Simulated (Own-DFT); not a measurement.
# Which defects push the lattice out? zincblende GaAs

The numbers are computed, not measured, by runs of the plane-wave DFT program Own-DFT (in-house, retired, unreviewed) at fixed positions, with no spin and no spin-orbit coupling.

All runs used: PBE; PseudoDojo norm-conserving scalar-relativistic files; cutoff 42 hartree; 3 x 3 x 3 k mesh centred on Gamma; Fermi-Dirac smearing of 0.1 eV.

Known weak points (not all hold for every row): not probed for a lower state with spin; forces on such cells failed a check on a denser k mesh; forces not confirmed at this smearing and k mesh; forces on such cells passed a denser k mesh, each cell not checked; stress not checked against mesh or cutoff.

All runs share one cell, with vectors in Å (11.307, 0.000, 0.000); (0.000, 11.307, 0.000); (0.000, 0.000, 11.307) and a volume of 1445.4 Å³. Atoms were moved at random from their sites; u is the rms move along one axis. The defect's site can differ from row to row.

| cell | formula | u (Å) | P (GPa) |
|---|---|---|---|
| no defect | As32Ga32 | 0.0189 | 3.51 |
| no defect | As32Ga32 | 0.0195 | 3.52 |
| no defect | As32Ga32 | 0.0502 | 3.87 |
| one P on an As site | As31Ga32P | 0.0290 | 3.31 |
| one P on an As site | As31Ga32P | 0.0295 | 3.30 |
| one P on an As site | As31Ga32P | 0.0297 | 3.35 |
| one As on a Ga site | As33Ga31 | 0.0274 | 4.20 |
| one As on a Ga site | As33Ga31 | 0.0307 | 4.29 |
| one As on a Ga site | As33Ga31 | 0.0500 | 4.56 |
| two Ga vacancies | As32Ga30 | 0.0272 | 2.89 |
| two Ga vacancies | As32Ga30 | 0.0279 | ? |
| two Ga vacancies | As32Ga30 | 0.0289 | 2.92 |
| two Ga vacancies | As32Ga30 | 0.0294 | 2.91 |
| one In on a Ga site | As32Ga31In | 0.0288 | 4.26 |
| one In on a Ga site | As32Ga31In | 0.0311 | 4.32 |
| one In on a Ga site | As32Ga31In | 0.0513 | 4.77 |

## What the rows give

P = P0 + c u² + a shift for each defect gives P0 = 3.41 GPa, c = 203 ± 17 GPa/Å² and a scatter of 0.05 GPa. The shifts, and each times the cell's volume:

- one In on a Ga site: 0.74 ± 0.04 GPa, 6.7 eV
- one As on a Ga site: 0.65 ± 0.04 GPa, 5.9 eV
- one P on an As site: -0.27 ± 0.04 GPa, -2.4 eV
- two Ga vacancies: -0.67 ± 0.04 GPa, -6.0 eV (-3.0 eV for each of its 2 sites)

A positive shift means that the defect pushes the cell outwards. Shift times volume (160.2 GPa Å³ is 1 eV) depends little on the cell's size, so, taken for each site, it can be compared between cells at like pressure. The atoms around the defects weren't relaxed, which would change these numbers.

## Test on the hidden row

Question: what pressure belongs in the blank (two Ga vacancies, u = 0.0279 Å)?

The fit gives 2.90 ± 0.05 GPa. Computed: 2.81 GPa.
